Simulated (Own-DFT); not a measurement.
# Which arrangement is lower? In32P32, 64 atoms

All numbers below are calculated, not measured. They come from Own-DFT, an in-house plane-wave density functional program, since retired, whose code no person has reviewed. Each row is one single-point run on a periodic cell that was not relaxed, without spin or spin-orbit coupling.

Settings of every run: PBE; PseudoDojo norm-conserving scalar-relativistic files; cutoff 36 hartree; 3 x 3 x 3 k mesh centred on Gamma; Fermi-Dirac smearing of 0.1 eV.

Known limits, some of them of some rows only: not probed for a lower state with spin; forces on such cells moved up to 12 meV/angstrom on a denser k mesh; stress not checked against mesh or cutoff.

All cells hold the same atoms in the same cell, with vectors in Å (11.737, 0.000, 0.000); (0.000, 11.737, 0.000); (0.000, 0.000, 11.737). Every atom was moved at random from its ideal site; u is the rms move along one axis. The defect's site can differ from row to row. E is the free energy of the cell above the lowest run. The arrangements:

- A: zincblende InP
- B: zincblende InP, with one In on a P site and one P on an In site, 2.5 Å apart

```
arrangement,u (Å),E (eV),P (GPa)
A,0.0190,0.000,3.19
A,0.0191,0.021,3.20
A,0.0228,0.115,3.21
A,0.0494,1.911,3.53
A,0.0521,2.140,3.62
A,0.0524,2.586,3.72
B,0.0299,4.443,3.62
B,0.0299,4.509,3.65
B,0.0307,4.458,3.62
B,0.0493,5.612,3.87
B,0.0533,6.349,4.01
B,0.0558,6.862,4.12
```

Question: once the cost of the random moves is taken out, how do the arrangements rank?

## Worked answer

Fit E = a + b u², with one b for all and one a for each arrangement, and with residuals divided by u², since the noise grows with the moves. Then b = 956 eV/Å², the scatter at u = 0.04 Å is 0.12 eV, and against A:

- B: 3.94 ± 0.05 eV (higher)

These are energies of unrelaxed cells. Relaxing the atoms lowers the strained arrangements most, so the gaps would shrink and small ones could change sign.
